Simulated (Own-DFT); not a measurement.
# Misfit strain and the stress it brings: wurtzite AlN, 72 atoms (Al36N36)

Calculated, not measured: single-point runs of Own-DFT, a retired in-house plane-wave DFT program that no person has reviewed, on unrelaxed cells, without spin or spin-orbit coupling.

Settings: PBE; PseudoDojo norm-conserving scalar-relativistic files; cutoff 42 hartree; 4 x 4 x 3 k mesh centred on Gamma; Gaussian smearing of 0.01 eV.

Keep in mind: k mesh not checked against a denser one; stress not checked against mesh or cutoff.

Unstrained cell vectors in Å: (9.336, 0.000, 0.000); (-4.668, 8.085, 0.000); (0.000, 0.000, 9.964). The unstrained cell has measured lattice constants (interpolated for alloys), not those of this functional. That, the random moves and any unrelaxed bonds set the pressure at no strain. Each run strains x and y alike by e, as a substrate would, and holds the height along z. All atoms carry random offsets, Gaussian with a width of 0.05 Å per axis. Stress is positive in tension.

| e (%) | u (Å) | (s_xx + s_yy)/2 (GPa) | s_zz (GPa) |
|---|---|---|---|
| -3.00 | 0.049 | -25.33 | -10.90 |
| -2.75 | 0.049 | -24.76 | -9.60 |
| -2.00 | 0.053 | -20.81 | -5.92 |
| -1.00 | 0.052 | -11.03 | -8.68 |
| 0.75 | 0.051 | -2.30 | -2.91 |
| 1.50 | 0.053 | 2.17 | -3.86 |
| 2.00 | 0.047 | ? | ? |
| 2.25 | 0.049 | 5.95 | -1.15 |
| 2.75 | 0.049 | 8.16 | -1.10 |
| 3.00 | 0.049 | 9.13 | 0.95 |

## Fit

With e as a fraction, the in-plane stress is -6.2 + 592 e - 2520 e² GPa (errors 15 and 1063, scatter 1.00), and s_zz is -5.1 + 166 e GPa (slope ± 21, scatter 1.44). At e = 0 the first slope is C11 + C12 and the second 2 C13, both with the ions held to the strained lattice and at the cell's own pressure. A free layer would change its height as e changes, and the in-plane slope would drop by 2 C13²/C33 to the biaxial modulus. At fixed height, a misfit of 1 % moves the in-plane stress by about 5.9 GPa and s_zz by 1.7 GPa.

## Prediction

The question: what are the two stresses at e = 2.00 %?

The fit gives 4.6 and -1.7 GPa. DFT gave 5.09 and -3.84 GPa.
